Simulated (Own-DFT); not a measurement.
Simulation results for SiC (2H silicon carbide, atoms displaced), GaP (zincblende, strained, atoms displaced), GaP (zincblende, atoms displaced)

A calculation, not a measurement: plane-wave PBE density functional theory by an unreviewed code, no spin, of a simulated periodic cell, stress positive in tension, free energy of the whole cell less one offset for each atom, forces on such cells passed a denser k mesh, this cell's mesh not checked; offsets are fitted by least squares, one for each functional and potential file, so energies compare only between cells with the same atoms and settings and are not formation energies; the far tail of each file's local potential was reset to the Coulomb form; each entry is a single point on an unrelaxed cell, so the pressure reflects the starting lattice, mostly measured values (interpolated for alloys), from which strain is counted, and rises with the displacements; printed positions are rounded, which can move forces by about a meV/angstrom; the program, named Own-DFT, is a retired in-house code; no spin-orbit coupling. Program: Own-DFT development build.

Common to all runs: functional PBE; potential files PseudoDojo norm-conserving, scalar-relativistic, standard set; wave cutoff 42 hartree; occupations Fermi-Dirac; smearing width 0.1 eV.

(1) 
```xyz
72
Lattice="9.2481 0.0000 0.0000 -4.6241 8.0091 0.0000 0.0000 0.0000 10.0681" Properties=species:S:1:pos:R:3:force_x:R:1:force_y:R:1:force_z:R:1 formula=SiC hardware=one_NVIDIA_H100 k_mesh=4_x_4_x_3_centred_on_Gamma free_energy_of_cell_above_offsets=-3.216 pressure=6.43 stress_xx=-6.57 stress_yy=-3.6 stress_zz=-9.11 stress_yz=0.04 stress_xz=-0.34 stress_xy=-0.49 wall_time=358.5
Si    -0.0026     0.0238     0.0059        0.1      -0.49      0.401
Si    -0.0205     1.8338     2.5808      1.256     -2.954      0.183
C      4.6543     7.9308     1.9496     -1.589      1.824     -1.007
C     -0.0162     1.8447     4.4185      -0.66     -0.948      0.908
Si     4.5980     7.9572     4.9501      0.685      1.706      0.595
Si     0.0537     1.7719     7.5142     -1.202     -0.691     -3.203
C      4.6723     7.9185     6.8245      0.469      1.293      1.521
C     -0.0568     1.7352     9.2359      0.307      1.048      5.455
Si     7.6541     2.6044     0.0514      0.108     -0.009     -2.478
Si    -1.5647     4.5243     2.4903      1.457      -0.57     -0.587
C     -1.4266     2.6016     1.8746     -3.528       2.05      0.056
C     -1.5522     4.5214     4.3987     -1.004     -1.088     -0.732
Si     7.6055     2.7313     5.0366      2.713      0.339     -1.039
Si    -1.5574     4.4445     7.5937      0.783      0.606     -1.826
C      7.6695     2.7202     6.8255      2.887      0.617      1.828
C     -1.6724     4.3781     9.4180      2.319      0.293      1.533
Si     6.0996     5.3094    10.0341      1.444      1.031      0.568
Si    -3.0933     7.0900     2.5460      1.009      1.589     -0.449
C      6.0811     5.3942     1.8452      2.193     -1.032       0.09
C     -3.0468     7.1773     4.4055      -1.85     -1.847     -0.482
Si     6.1481     5.3518     5.0149      0.036      0.643      0.444
Si    -3.0655     7.0566     7.6296      0.481      0.398     -3.309
C      6.1578     5.2900     6.8783      0.118      0.518       1.19
C     -3.0388     7.0710     9.4179     -1.653      0.378      1.393
Si     3.0448     0.0250    10.0125      1.655     -2.504      2.099
Si     3.0925     1.8607     2.4915     -0.185     -1.757      1.053
C      3.1184     0.0443     1.9309     -1.762      0.114     -1.119
C      3.0807     1.8536     4.4838     -0.645     -1.435     -1.673
Si    -1.6090     7.9944     5.0456       2.13      1.265     -0.084
Si     3.0908     1.7530     7.4478      1.529     -0.449      2.255
C     -1.4913     7.9926     6.8787     -0.926     -0.597      1.043
C      3.0717     1.6723     9.5130     -0.751      4.957     -2.343
Si     1.5202     2.7872    10.0601      0.177     -3.715     -0.141
Si     1.6150     4.3696     2.5217     -2.323      0.292     -0.429
C      1.5027     2.5332     1.9316      0.558      2.891     -1.524
C      1.4726     4.4391     4.3820      2.073     -0.789      0.204
Si     1.5265     2.6311     5.0897     -0.308        1.1     -0.909
Si     1.5747     4.5302     7.4996     -1.043     -2.471      1.132
C      1.5873     2.6102     6.9427      -0.92      1.937     -0.204
C      1.5699     4.4916     9.4466      -2.61     -1.007     -1.999
Si    -0.0226     5.2756     0.0718     -0.623      2.071     -2.729
Si    -0.0526     7.2743     2.6112      1.137     -2.711     -2.608
C      0.0902     5.3892     1.8295     -1.542     -0.434      3.094
C     -0.0645     7.1721     4.3596      0.908     -0.925      2.869
Si    -0.0039     5.2446     4.9959     -0.054      3.173       0.39
Si     0.0679     7.1306     7.4964      0.148      1.788      1.253
C      0.1481     5.4377     6.8733     -2.755     -2.035      0.103
C      0.0264     7.1979     9.4268     -0.955     -2.048      0.185
Si     6.1623     0.0575     0.0188     -2.784      0.556      0.637
Si     6.1601     1.7588     2.5372      0.615      1.415     -0.078
C      6.1719     0.0129     2.0476     -1.868      1.421     -3.142
C      6.2343     1.8384     4.4026     -3.198     -0.953     -0.453
Si     6.1739     0.0033     5.0144     -0.347      0.706      0.999
Si     6.2709     1.9047     7.5234     -2.251     -2.327     -0.234
C      6.1988     0.1246     6.9796      1.021     -1.508     -1.571
C      6.0615     1.7610     9.3260      1.686      0.963      3.071
Si     4.5994     2.7005    10.0125     -0.281     -1.259      0.305
Si     4.7379     4.4119     2.5116     -3.419      1.452     -0.288
C      4.5973     2.7341     1.8645      1.515     -1.365     -0.333
C      4.5964     4.4757     4.3769      0.769     -0.063     -0.132
Si     4.5509     2.7223     5.0227      2.408     -0.292       0.93
Si     4.6554     4.3463     7.6305     -0.696      2.446     -4.046
C      4.6906     2.7005     6.9439     -1.307     -1.216     -1.097
C      4.7257     4.4300     9.3497     -3.628       0.35      2.952
Si     2.9390     5.3820     9.9985      3.678      1.036      1.657
Si     2.9749     7.1416     2.5016      3.244     -2.269     -0.208
C      2.9855     5.2783     1.7975      2.459      0.969      1.183
C      3.0939     7.1522     4.3487     -1.064     -1.463       0.69
Si     3.0787     5.3273     4.9799     -1.061      0.793      0.479
Si     3.1987     7.1516     7.5866     -2.902     -0.281     -0.656
C      3.0153     5.2955     6.8888      3.615      1.485      0.339
C      2.9556     7.2157     9.5411      4.006     -2.016     -1.972
```

Units: free_energy_of_cell_above_offsets in eV; pressure, stress_xx, stress_yy, stress_zz, stress_yz, stress_xz, stress_xy in GPa; wall_time in s; force_x, force_y, force_z in eV/Å.

(2) 
```xyz
64
Lattice="10.8620 0.0000 0.0000 0.0000 10.8620 0.0000 0.0000 0.0000 10.9439" Properties=species:S:1:pos:R:3:force_x:R:1:force_y:R:1:force_z:R:1 formula=GaP hardware=one_NVIDIA_H100 k_mesh=3_x_3_x_3_centred_on_Gamma free_energy_of_cell_above_offsets=-35.032 pressure=3.13 stress_xx=-3.3 stress_yy=-3.33 stress_zz=-2.78 stress_yz=0.36 stress_xz=0.07 stress_xy=-0.07 wall_time=521.5
Ga     0.0294     0.0260    10.9349     -0.234       0.32     -0.012
Ga    10.8374     2.6936     2.8124      0.401      0.438     -0.567
Ga     2.6972    10.8398     2.7622      0.134      0.229      -0.45
Ga     2.6988     2.7667     0.0316      0.045     -0.084     -0.365
P      1.3681     1.4009     1.3772     -0.132     -0.253      0.312
P      1.3628     4.1316     4.0997      0.438     -0.936     -0.045
P      4.0857     1.3365     4.0835     -0.107      0.165      0.144
P      4.0822     4.1222     1.3235     -0.125     -0.438      0.818
Ga    10.8216    10.8247     5.4475      0.466     -0.018      0.597
Ga     0.0046     2.7167     8.2753      0.142      0.039     -0.771
Ga     2.7104     0.0063     8.2042      0.084     -0.081      0.065
Ga     2.7217     2.6859     5.4796      0.258      0.565      -0.15
P      1.3757     1.3808     6.8519     -0.587     -0.512     -0.078
P      1.3368     4.0760     9.5552       0.25      0.512      0.468
P      4.0504     1.3635     9.5820     -0.099     -0.088      0.311
P      4.0888     4.1124     6.8565     -0.132     -0.808      0.086
Ga    10.8108     5.4646     0.0018      0.527     -0.393      0.221
Ga    10.8506     8.1904     2.7290     -0.305     -0.731     -0.119
Ga     2.7346     5.4620     2.7530     -0.016     -0.243     -0.402
Ga     2.6240     8.1499     0.0420      1.238     -0.472     -0.004
P      1.3704     6.7894     1.3884     -0.615     -0.178      0.108
P      1.3470     9.4751     4.0635      0.205      0.188      0.832
P      4.0953     6.7711     4.0835      0.177      0.311      0.278
P      4.0491     9.4930     1.3667      0.385     -0.239      0.321
Ga     0.0640     5.3851     5.4942      -0.84      0.313      0.142
Ga     0.0473     8.2116     8.2129     -0.265     -0.594      0.265
Ga     2.6962     5.4576     8.1747       0.13     -0.022      0.377
Ga     2.7718     8.1358     5.4668     -0.302      0.141      0.045
P      1.3337     6.7976     6.8289      0.378      0.395      0.038
P      1.3956     9.4849     9.6380     -0.393      0.717      -0.83
P      4.0810     6.8131     9.5668     -0.448      0.185      0.114
P      4.1357     9.5398     6.8423     -1.051       0.11     -0.386
Ga     5.4100    10.8460    10.9369       0.32      0.003      0.049
Ga     5.4555     2.6924     2.7176      -0.61      0.458     -0.017
Ga     8.1191     0.0010     2.7998      0.287      0.101     -0.419
Ga     8.1741     2.7363     0.0041     -0.225      0.147      0.182
P      6.7843     1.3999     1.3856      0.319     -0.801     -0.456
P      6.7712     4.0607     4.0742     -0.363      0.017      0.751
P      9.5195     1.3911     4.1659     -0.427     -0.601     -0.344
P      9.5179     4.0667     1.3991     -0.154      0.113      0.118
Ga     5.4430    10.8480     5.4495     -0.239      0.366      0.051
Ga     5.4385     2.6798     8.2759       0.14      0.253     -0.706
Ga     8.1389     0.0130     8.2073       0.22     -0.042      0.154
Ga     8.1170     2.6999     5.4589      0.119      0.453      0.303
P      6.8158     1.2926     6.7991     -0.479      0.712      0.462
P      6.7540     4.1117     9.6236      0.801     -0.781     -0.628
P      9.4925     1.4096     9.5439     -0.044     -0.766      0.484
P      9.5206     4.0364     6.8626      -0.22      0.151     -0.173
Ga     5.4131     5.3940    10.8999     -0.112      1.056      0.428
Ga     5.5158     8.1173     2.7722     -0.719      0.153     -0.569
Ga     8.0733     5.4151     2.7544      1.046     -0.119      0.065
Ga     8.1133     8.1026    10.9307      0.566      0.192      0.315
P      6.8207     6.7503     1.3963     -0.616      0.205     -0.625
P      6.7580     9.4852     4.1583      0.685     -0.015     -0.288
P      9.5162     6.7409     4.1243     -0.049      0.345     -0.134
P      9.5320     9.5353     1.3416     -0.695     -0.076      0.166
Ga     5.4031     5.4560     5.5124      0.504     -0.204     -0.284
Ga     5.3831     8.2057     8.1669      0.789     -0.741      0.621
Ga     8.1339     5.4210     8.2102      0.267     -0.211      0.122
Ga     8.1744     8.1604     5.4910     -0.147     -0.705     -0.021
P      6.8010     6.7686     6.8816     -0.242      0.525     -0.422
P      6.8441     9.4755     9.5565      -0.79      0.346      0.179
P      9.5063     6.7775     9.5770      -0.02        0.4     -0.374
P      9.4709     9.4727     6.8946      0.479      0.526     -0.357
```

Units: free_energy_of_cell_above_offsets in eV; pressure, stress_xx, stress_yy, stress_zz, stress_yz, stress_xz, stress_xy in GPa; wall_time in s; force_x, force_y, force_z in eV/Å.

(3) 
```xyz
64
Lattice="10.8620 0.0000 0.0000 0.0000 10.8620 0.0000 0.0000 0.0000 10.9439" Properties=species:S:1:pos:R:3:force_x:R:1:force_y:R:1:force_z:R:1 formula=GaP k_mesh=3_x_3_x_3_centred_on_Gamma free_energy_of_cell_above_offsets=-35.031 pressure=3.14 stress_xx=-3.34 stress_yy=-3.33 stress_zz=-2.74 stress_yz=-0.1 stress_xz=0.18 stress_xy=-0.14
Ga    10.8534     0.0073     0.0921     -0.035     -0.124     -1.133
Ga    10.7982     2.7324     2.7725      0.191      0.009     -0.335
Ga     2.7156     0.0025     2.6956     -0.368     -0.019      0.582
Ga     2.7423     2.7376     0.0512     -0.603     -0.451     -0.372
P      1.3030     1.3462     1.3795      0.532      0.751      0.328
P      1.3655     4.0855     4.0728     -0.024     -0.194      0.422
P      4.0566     1.3812     4.1166      0.305     -0.562     -0.458
P      4.0642     4.0689     1.3694      0.207      0.474      0.018
Ga    10.8448     0.0262     5.4751      0.412      0.048      0.246
Ga    10.8276     2.7007     8.2450      0.426      0.556     -0.448
Ga     2.7614     0.0537     8.2160     -0.664     -0.674     -0.093
Ga     2.7671     2.7132     5.4542     -0.468      0.623      0.799
P      1.3640     1.3844     6.8972       0.02      0.015     -0.638
P      1.3559     4.0829     9.5899      0.068     -0.481      0.023
P      4.0683     1.3156     9.6119      0.136       0.75      0.078
P      4.1131     4.1174     6.9245     -0.125     -0.223     -1.004
Ga     0.0008     5.4079    10.9215      0.056       0.24       0.26
Ga    10.8128     8.1661     2.7605      0.466      0.031     -0.196
Ga     2.7014     5.4415     2.7351     -0.291      0.161     -0.565
Ga     2.7242     8.1396     0.0191     -0.026      0.444     -0.043
P      1.3108     6.8413     1.3227      0.181     -0.439      0.678
P      1.3281     9.4925     4.1309      0.478      0.224     -0.309
P      4.1075     6.7257     4.0775     -0.391      0.693      0.311
P      4.0976     9.5418     1.3841      0.135     -0.737      0.023
Ga     0.0208     5.4295     5.4904      0.314      0.258     -0.441
Ga     0.0540     8.1173     8.2519     -0.457      0.483     -0.423
Ga     2.7007     5.4249     8.2376     -0.383      0.041     -0.536
Ga     2.7472     8.1486     5.4800     -0.415     -0.453     -0.465
P      1.3447     6.8066     6.8346      0.513     -0.289      0.089
P      1.3471     9.5094     9.5924      0.347      0.402      0.142
P      4.0051     6.7643     9.5694      0.735      0.458      0.307
P      4.0279     9.4926     6.8118      0.733      0.421      0.423
Ga     5.4282    10.8371    10.9137      0.358       0.41      0.708
Ga     5.3926     2.6923     2.6899      0.101       0.29      0.502
Ga     8.1013     0.0415     2.7263      0.402     -0.285     -0.071
Ga     8.1922     2.6737    10.9230      -0.45      0.688       0.21
P      6.8206     1.4245     1.3948     -0.492      -0.64      -0.72
P      6.7689     4.0609     4.0859      0.007      0.009     -0.416
P      9.4725     1.3407     4.1118      0.032      0.191     -0.002
P      9.4778     4.1016     1.3378      0.393     -0.479      0.071
Ga     5.4395    10.8420     5.4392     -0.274      0.357      0.552
Ga     5.4214     2.7144     8.2561     -0.029     -0.225     -0.218
Ga     8.1120     0.0543     8.2513      0.622     -0.439     -0.768
Ga     8.1157     2.7333     5.4223      0.292     -0.037      0.648
P      6.7870     1.3648     6.8626     -0.273      0.169     -0.358
P      6.7747     4.0578     9.5889      0.573     -0.158      -0.01
P      9.4965     1.3866     9.5637      0.296     -0.746      0.446
P      9.5699     4.0971     6.7908     -1.039     -0.404      0.726
Ga     5.4283     5.4074    10.8856     -0.125      0.357      0.537
Ga     5.4690     8.1404     2.8109     -0.207     -0.009      -0.84
Ga     8.1699     5.4022     2.7218     -0.148      0.286      0.308
Ga     8.1439     8.1112     0.0197      0.293      0.509     -0.141
P      6.8260     6.7764     1.3651     -0.706     -0.094      0.136
P      6.7823     9.5444     4.0933      0.397      -0.42      0.189
P      9.5351     6.7881     4.0998     -0.449     -0.365      0.039
P      9.5130     9.5310     1.3820     -0.779      -0.25      0.149
Ga     5.4924     5.4610     5.4236     -0.284      -0.47      0.788
Ga     5.4041     8.1804     8.2505      0.108     -0.259     -0.335
Ga     8.1524     5.4608     8.2695      0.257     -0.622     -0.534
Ga     8.1507     8.1323     5.4481      0.005      0.129      0.417
P      6.8008     6.7430     6.8753     -0.117      0.888     -0.171
P      6.8155     9.5553     9.5892     -0.106     -0.814      0.068
P      9.5268     6.7870     9.5865     -0.128      0.145      0.079
P      9.5411     9.5122     6.8139     -0.534     -0.147      0.743
```

Units: free_energy_of_cell_above_offsets in eV; pressure, stress_xx, stress_yy, stress_zz, stress_yz, stress_xz, stress_xy in GPa; force_x, force_y, force_z in eV/Å.

(4) 
```xyz
64
Lattice="10.9010 0.0000 0.0000 0.0000 10.9010 0.0000 0.0000 0.0000 10.9010" Properties=species:S:1:pos:R:3:force_x:R:1:force_y:R:1:force_z:R:1 formula=GaP k_mesh=3_x_3_x_3_centred_on_Gamma free_energy_of_cell_above_offsets=-23.980 pressure=5.41 stress_xx=-5.35 stress_yy=-5.82 stress_zz=-5.06 stress_yz=-1.06 stress_xz=-0.72 stress_xy=-0.91
Ga     0.0078    10.7882     0.1733     -0.682      0.428     -0.958
Ga    10.8895     2.8422     2.6783      2.505     -0.762      1.447
Ga     2.7235     0.1353     2.8743     -0.044     -1.135     -0.372
Ga     2.6764     2.5420     0.0881       2.54      3.057     -2.247
P      1.4630     1.3304     1.2828     -2.583     -1.132      2.496
P      1.4736     4.1445     4.3165     -0.675      -0.29     -2.261
P      4.0987     1.4956     4.1234      1.038     -0.753     -0.167
P      4.2302     4.1505     1.5857     -1.329      0.052     -3.377
Ga     0.2023     0.0540     5.4053     -2.144      0.489     -0.055
Ga    10.8800     2.6288     8.3554      0.252     -0.296     -1.741
Ga     2.5485    10.8540     7.9810      1.926     -1.199      1.207
Ga     2.8203     2.7739     5.5465     -0.112     -0.218     -1.065
P      1.5266     1.3595     6.6870     -1.963        1.1      0.975
P      1.3390     4.0804     9.4059     -0.457     -0.514      2.739
P      4.1127     1.3364     9.4105     -2.882     -2.554      2.401
P      3.8874     4.2606     6.7703      2.276      -0.89      1.473
Ga    10.6199     5.4746    10.8001      2.165     -1.098      1.194
Ga    10.8549     8.1540     2.6747      0.514      -1.91      1.786
Ga     2.8874     5.4445     2.8014     -1.271     -0.087      0.833
Ga     2.7084     8.0374     0.2236     -0.203      0.092     -1.652
P      1.3531     6.6932     1.4846     -0.772      -0.25     -0.683
P      1.2747     9.4555     4.1354      0.644      0.407     -1.325
P      4.0983     6.7371     4.1971      1.105      1.585     -0.296
P      4.0896     9.5115     1.3234     -0.795      1.084      0.914
Ga     0.0842     5.5217     5.5189     -2.345     -1.635     -1.097
Ga    10.8464     8.1141     8.3253       0.43      0.577     -3.139
Ga     2.6373     5.4291     8.2109     -0.187      1.082     -0.604
Ga     2.6891     8.1933     5.3795      0.617     -0.878       0.75
P      1.2792     6.7799     6.7696      1.162      2.223      1.929
P      1.1286     9.5886     9.4070       2.11      0.278      1.876
P      4.0407     6.6820     9.5472       0.33      0.805      0.816
P      4.1604     9.4091     6.8041      -0.69      0.676      0.106
Ga     5.3728    10.8230    10.8460     -0.282      1.789      0.898
Ga     5.5369     2.8006     2.6292     -0.328     -1.025      2.074
Ga     8.0636    10.7589     2.6029      0.454      2.088      0.803
Ga     8.1151     2.7469    10.8532      0.493      0.131      0.651
P      6.7448     1.4748     1.3567      0.647      -2.41     -1.155
P      6.8377     3.9506     4.0537      0.272       1.78      0.974
P      9.6336     1.5660     4.0615     -0.729     -2.186        0.4
P      9.5718     4.0739     1.5000     -1.478      0.904     -2.823
Ga     5.5051    10.8960     5.4824     -0.665     -0.454      -0.72
Ga     5.2100     2.6827     8.2836      2.476      2.964     -2.618
Ga     8.2380     0.0690     8.2141     -2.829     -1.457     -2.017
Ga     8.2007     2.7709     5.5588     -0.116     -0.305     -0.987
P      6.7513     1.3914     6.7526       0.36      0.392      1.526
P      6.7284     4.2046     9.7155      2.804     -3.483      -4.46
P      9.3704     1.3228     9.4630      2.209      1.067      3.207
P      9.5483     3.9835     6.9385      1.026      0.426     -0.433
Ga     5.6573     5.4399    10.8685     -4.423      2.297      2.687
Ga     5.5166     8.4705     2.7567     -1.592     -3.078     -0.708
Ga     8.1163     5.5137     2.5594     -1.109     -1.533      0.562
Ga     8.1821     8.1208    10.6719     -0.758       0.39       1.79
P      6.7169     6.8039     1.3477       0.81      2.046     -0.053
P      6.9118     9.4196     4.0672     -0.121      2.432      1.078
P      9.3075     6.5755     4.0607      2.726      1.903      0.973
P      9.5395     9.4267     1.5005     -0.998      0.528     -2.512
Ga     5.5176     5.4670     5.6995     -0.699     -1.165     -2.415
Ga     5.4631     8.1945     8.3663      -0.56     -1.536     -1.832
Ga     8.2807     5.3931     8.1855     -2.034     -0.386     -0.982
Ga     8.2945     8.2415     5.3626      0.588     -0.756      0.425
P      6.9533     6.8130     6.5957      0.448       0.93      3.275
P      6.6819     9.5965     9.5744      2.556     -0.087     -0.532
P      9.5140     6.7889     9.3813     -0.889      0.082      1.277
P      9.4776     9.6382     6.8194      1.258     -0.622     -0.255
```

Units: free_energy_of_cell_above_offsets in eV; pressure, stress_xx, stress_yy, stress_zz, stress_yz, stress_xz, stress_xy in GPa; force_x, force_y, force_z in eV/Å.
